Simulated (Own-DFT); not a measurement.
Simulation results for Si₃N₄ (beta silicon nitride, strained, atoms displaced)

A calculation, not a measurement: plane-wave PBE density functional theory by an unreviewed code, no spin, of a simulated periodic cell, stress positive in tension, free energy of the whole cell less one offset for each atom, forces on such cells moved up to 12 meV/angstrom on a denser k mesh; offsets are fitted by least squares, one for each functional and potential file, so energies compare only between cells with the same atoms and settings and are not formation energies; the far tail of each file's local potential was reset to the Coulomb form; each entry is a single point on an unrelaxed cell, so the pressure reflects the starting lattice, mostly measured values (interpolated for alloys), from which strain is counted, and rises with the displacements; printed positions are rounded, which can move forces by about a meV/angstrom; the program, named Own-DFT, is a retired in-house code; no spin-orbit coupling; before rounding, a Quantum ESPRESSO 7.3.1 run of the same cell and cutoff gave forces within 1 meV/angstrom rms on each cell, which checks the program and not the settings. Program: Own-DFT development build.

```cif
# cell vector a (Å): 15.1419 -0.0310 -0.1969
# cell vector b (Å): -7.5978 13.2401 0.2287
# cell vector c (Å): -0.0753 0.0576 5.8061
data_Si3N4
_symmetry_space_group_name_H-M 'P 1'
_symmetry_Int_Tables_number 1
_cell_length_a 15.1432
_cell_length_b 15.2669
_cell_length_c 5.8069
_cell_angle_alpha 88.279
_cell_angle_beta 91.489
_cell_angle_gamma 119.973
_cell_volume 1162.33
loop_
_atom_site_label
_atom_site_type_symbol
_atom_site_fract_x
_atom_site_fract_y
_atom_site_fract_z
_atom_site_occupancy
Si1 Si 0.08539 0.38378 0.14463 1
Si2 Si 0.10994 0.19198 0.11506 1
Si3 Si 0.29769 0.41447 0.10849 1
Si4 Si 0.41531 0.11436 0.37110 1
Si5 Si 0.37819 0.29462 0.37674 1
Si6 Si 0.19583 0.08345 0.37014 1
N1 N 0.16496 0.01565 0.11689 1
N2 N 0.48249 0.14861 0.12160 1
N3 N 0.35110 0.32952 0.13466 1
N4 N 0.33657 0.48594 0.38112 1
N5 N 0.01599 0.35085 0.36891 1
N6 N 0.15072 0.16096 0.37739 1
N7 N 0.17633 0.33364 0.13471 1
N8 N 0.33929 0.16874 0.37399 1
Si7 Si 0.08331 0.38724 0.63136 1
Si8 Si 0.12234 0.20460 0.63421 1
Si9 Si 0.30327 0.41520 0.61762 1
Si10 Si 0.41473 0.11636 0.89341 1
Si11 Si 0.38984 0.30209 0.87377 1
Si12 Si 0.19649 0.07936 0.86978 1
N9 N 0.16412 0.01172 0.62611 1
N10 N 0.48442 0.15588 0.62688 1
N11 N 0.35341 0.33899 0.63076 1
N12 N 0.33352 0.48828 0.86657 1
N13 N 0.01724 0.35108 0.88309 1
N14 N 0.15502 0.16712 0.87439 1
N15 N 0.16613 0.33745 0.61631 1
N16 N 0.33315 0.16387 0.86434 1
Si13 Si 0.09237 0.89241 0.11322 1
Si14 Si 0.11229 0.69662 0.12368 1
Si15 Si 0.29820 0.90639 0.13641 1
Si16 Si 0.40573 0.60738 0.37519 1
Si17 Si 0.38718 0.79621 0.38052 1
Si18 Si 0.19904 0.58469 0.37248 1
N17 N 0.16937 0.51926 0.12552 1
N18 N 0.48297 0.64304 0.12849 1
N19 N 0.35236 0.83556 0.12661 1
N20 N 0.33133 0.98505 0.36547 1
N21 N 0.00925 0.84548 0.36525 1
N22 N 0.15550 0.67298 0.37488 1
N23 N 0.16127 0.82861 0.13120 1
N24 N 0.33473 0.66329 0.36705 1
Si19 Si 0.08754 0.88206 0.62515 1
Si20 Si 0.11846 0.70285 0.62887 1
Si21 Si 0.30214 0.91999 0.64131 1
Si22 Si 0.41380 0.61458 0.88206 1
Si23 Si 0.38426 0.79949 0.88595 1
Si24 Si 0.21140 0.59424 0.86454 1
N25 N 0.16670 0.51280 0.63167 1
N26 N 0.48603 0.64906 0.61802 1
N27 N 0.34874 0.83646 0.62012 1
N28 N 0.33386 0.98921 0.86487 1
N29 N 0.01797 0.84378 0.87728 1
N30 N 0.14610 0.67150 0.87363 1
N31 N 0.16414 0.83544 0.61879 1
N32 N 0.33732 0.67266 0.87608 1
Si25 Si 0.58661 0.37715 0.11978 1
Si26 Si 0.61389 0.19764 0.12509 1
Si27 Si 0.79973 0.41846 0.12824 1
Si28 Si 0.91245 0.11489 0.38580 1
Si29 Si 0.88462 0.30014 0.37430 1
Si30 Si 0.71269 0.09602 0.36502 1
N33 N 0.66122 0.01651 0.12665 1
N34 N 0.98651 0.15232 0.12873 1
N35 N 0.85305 0.33704 0.12235 1
N36 N 0.83885 0.48601 0.37597 1
N37 N 0.50549 0.35025 0.39208 1
N38 N 0.65678 0.16875 0.37216 1
N39 N 0.67288 0.33416 0.11789 1
N40 N 0.83565 0.16551 0.37946 1
Si31 Si 0.58551 0.38401 0.62623 1
Si32 Si 0.61126 0.20283 0.62389 1
Si33 Si 0.79466 0.41233 0.64041 1
Si34 Si 0.91359 0.11581 0.86700 1
Si35 Si 0.88306 0.30105 0.88211 1
Si36 Si 0.70053 0.08406 0.87579 1
N41 N 0.66401 0.00740 0.63381 1
N42 N 0.97970 0.14974 0.62766 1
N43 N 0.85012 0.33574 0.61852 1
N44 N 0.83654 0.48962 0.87905 1
N45 N 0.51570 0.35346 0.86292 1
N46 N 0.65163 0.16711 0.86998 1
N47 N 0.66942 0.32775 0.62638 1
N48 N 0.83274 0.16508 0.86402 1
Si37 Si 0.58159 0.88143 0.12749 1
Si38 Si 0.61153 0.70110 0.11666 1
Si39 Si 0.80083 0.91897 0.12690 1
Si40 Si 0.91023 0.60971 0.38104 1
Si41 Si 0.88168 0.79945 0.37202 1
Si42 Si 0.70852 0.59584 0.37642 1
N49 N 0.67080 0.51930 0.12062 1
N50 N 0.98585 0.65130 0.13759 1
N51 N 0.84552 0.83748 0.11711 1
N52 N 0.83273 0.98435 0.38145 1
N53 N 0.52453 0.85767 0.35418 1
N54 N 0.65019 0.66763 0.36760 1
N55 N 0.66741 0.83055 0.13285 1
N56 N 0.83351 0.66129 0.37948 1
Si43 Si 0.58735 0.88425 0.63695 1
Si44 Si 0.61181 0.70110 0.63871 1
Si45 Si 0.80185 0.91235 0.61794 1
Si46 Si 0.90744 0.61597 0.87977 1
Si47 Si 0.88419 0.80115 0.89462 1
Si48 Si 0.70034 0.58754 0.88757 1
N57 N 0.66476 0.51729 0.61943 1
N58 N 0.98558 0.65025 0.63541 1
N59 N 0.84910 0.83038 0.63121 1
N60 N 0.82715 0.98471 0.87388 1
N61 N 0.51831 0.84932 0.86170 1
N62 N 0.64756 0.66573 0.86408 1
N63 N 0.66196 0.83017 0.62205 1
N64 N 0.83423 0.67343 0.88081 1
_calc_functional 'PBE'
_calc_potential_files 'PseudoDojo norm-conserving, scalar-relativistic, standard set'
_calc_wave_cutoff 42  # hartree
_calc_occupations 'Fermi-Dirac'
_calc_smearing_width 0.1  # eV
_calc_k_mesh '2 x 2 x 4 centred on Gamma'
_calc_free_energy_of_cell_above_offsets '-7.028'  # eV
_calc_pressure 8.95  # GPa
_calc_stress_xx -8.91  # GPa
_calc_stress_yy -6.21  # GPa
_calc_stress_zz -11.73  # GPa
_calc_stress_yz 3.69  # GPa
_calc_stress_xz -3.46  # GPa
_calc_stress_xy -0.65  # GPa
```

Force:
```tsv
element	x (eV/Å)	y (eV/Å)	z (eV/Å)
Si	4.331	1.236	-4.61
Si	1.465	4.175	2.114
Si	2.094	-0.459	2.505
Si	-2.334	0.16	1.6
Si	1.523	-1.475	2.55
Si	4.64	0.349	0.808
N	-0.451	0.978	1.835
N	3.478	1.668	3.062
N	-2.743	2.694	-4.578
N	-0.056	-2.474	-3.147
N	-2.066	-0.539	3.728
N	-2.555	1.274	0.3
N	-4.292	-2.451	-0.405
N	-2.581	-2.145	-0.207
Si	2.093	-1.475	0.229
Si	-2.849	1.773	-3.209
Si	-2.763	-1.04	1.467
Si	-3.22	-0.441	-5.867
Si	-1.409	-3.514	1.581
Si	2.726	3.444	-1.249
N	-0.708	0.13	-0.923
N	0.431	-1.05	0.109
N	-0.503	-0.6	-0.908
N	0.409	-0.747	-0.223
N	-1.196	-0.285	0.307
N	0.164	-1.315	0.888
N	1.151	-1.315	0.605
N	-1.15	1.139	0.689
Si	0.014	-5.325	2.416
Si	-1.903	2.764	0.61
Si	-4.029	1.079	-1.344
Si	2.536	3.61	0.278
Si	0.955	-0.12	0.13
Si	0.804	1.659	0.607
N	-0.535	-1.2	-0.785
N	-1.022	-0.138	0.094
N	0.956	-0.505	0.325
N	1.005	0.291	1.321
N	1.614	2.237	0.245
N	1.663	-2.032	1.205
N	2.103	1.754	-0.341
N	-2.174	1.369	0.627
Si	-2.244	-1.09	-1.2
Si	-3.602	2.473	-3.182
Si	-1.861	-3.058	-4.672
Si	0.147	1.456	-2.352
Si	1.278	0.576	-2.624
Si	-2.53	-1.349	1.637
N	-0.619	2.343	-0.707
N	-2.705	-1.356	1.33
N	1.048	-0.239	0.965
N	0.916	-0.288	4.298
N	-2.261	0.706	-0.549
N	5.436	-2.99	1.852
N	3.737	-0.468	0.4
N	0.793	-0.655	-0.19
Si	-1.192	2.662	1.892
Si	1.07	1.545	-1.322
Si	0.759	-0.722	0.43
Si	0.195	-0.386	-2.294
Si	0.373	-1.288	0.577
Si	-2.459	-5.058	1.599
N	0.468	-0.196	0.481
N	-1.55	-1.426	-0.311
N	-1.54	1.018	0.517
N	-0.439	-2.818	1.06
N	4.181	1.154	-2.635
N	-1.5	0.203	1.211
N	-2.072	-1.617	0.361
N	0.824	3.093	-0.489
Si	1.65	1.397	-1.831
Si	2.355	-1.241	-0.494
Si	0.996	0.812	-2.097
Si	-2.185	-0.613	2.298
Si	1.944	-2.43	-1.917
Si	0.483	0.124	-1.228
N	-0.214	4.668	-1.232
N	4.343	1.513	-0.049
N	0.221	0.546	1.092
N	-0.167	-2.014	-0.466
N	1.347	-0.055	2.811
N	-0.183	-0.616	0.925
N	-3.154	2.816	-0.046
N	-0.639	1.567	0.859
Si	5.948	2.349	-5.313
Si	1.548	1.252	0.958
Si	-2.898	-2.007	-0.298
Si	1.267	3.528	0.475
Si	1.169	-2.234	0.894
Si	-1.825	-2.616	-0.331
N	-0.446	-3.476	3.042
N	-1.421	-1.722	-1.09
N	0.987	0.054	2.06
N	0.789	1.58	-1.817
N	-5.992	-3.186	7.833
N	0.367	-0.243	1.375
N	-1.292	1.563	-0.645
N	-0.17	3.316	-0.133
Si	2.421	-0.343	-4.691
Si	0.166	2.202	-5.901
Si	-3.033	-2.231	2.841
Si	1.737	3.094	0.22
Si	2.396	-1.057	-2.83
Si	0.65	1.425	-4.13
N	0.306	-0.648	1.61
N	-0.392	-0.724	-0.679
N	-0.636	1.343	-0.867
N	1.581	0.92	-0.971
N	-3.76	-1.574	4.145
N	1.806	-1.452	4.389
N	2.13	0.721	0.373
N	-0.471	-1.673	0.333
```
